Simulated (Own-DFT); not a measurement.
# Same atoms, different arrangement: In48P48, 96 atoms

All numbers below are calculated, not measured. The program, named Own-DFT, is a retired in-house plane-wave density functional code that no person has reviewed. Each row is one single-point run on a periodic cell that was not relaxed, without spin or spin-orbit coupling.

Settings of every run: PBE; PseudoDojo norm-conserving scalar-relativistic files; cutoff 36 hartree; 2 x 3 x 3 k mesh centred on Gamma; Fermi-Dirac smearing of 0.1 eV.

Known limits, some of them of some rows only: not probed for a lower state with spin; forces on such cells failed a check on a denser k mesh; forces not confirmed at this smearing and k mesh; stress not checked against mesh or cutoff.

All cells hold the same atoms in the same cell, with vectors in Å (17.606, 0.000, 0.000); (0.000, 11.737, 0.000); (0.000, 0.000, 11.737). Every atom was moved at random from its ideal site; u is the rms move along one axis. The defect's site can differ from row to row. E is the free energy of the cell above the lowest run. The arrangements:

- A: zincblende InP
- B: zincblende InP, with one In on a P site and one P on an In site, 2.5 Å apart

| arrangement | u (Å) | E (eV) | P (GPa) |
|---|---|---|---|
| A | 0.0197 | 0.000 | 3.19 |
| A | 0.0203 | 0.189 | 3.22 |
| A | 0.0210 | 0.185 | 3.22 |
| A | 0.0480 | 2.440 | 3.50 |
| A | 0.0493 | 3.122 | 3.62 |
| A | 0.0501 | 2.904 | 3.55 |
| B | 0.0282 | 4.610 | 3.49 |
| B | 0.0297 | 4.692 | 3.53 |
| B | 0.0315 | 5.027 | 3.57 |
| B | 0.0474 | 6.336 | 3.73 |
| B | 0.0481 | 6.695 | 3.80 |
| B | 0.0491 | 7.283 | 3.88 |

Question: once the cost of the random moves is taken out, how do the arrangements rank?

## Worked answer

Fit E = a + b u², with one b for all and one a for each arrangement, and with residuals divided by u², since the noise grows with the moves. Then b = 1378 eV/Å², the scatter at u = 0.04 Å is 0.22 eV, and against A:

- B: 3.99 ± 0.09 eV (higher)

These are energies of unrelaxed cells. Relaxing the atoms lowers the strained arrangements most, so the gaps would shrink and small ones could change sign.
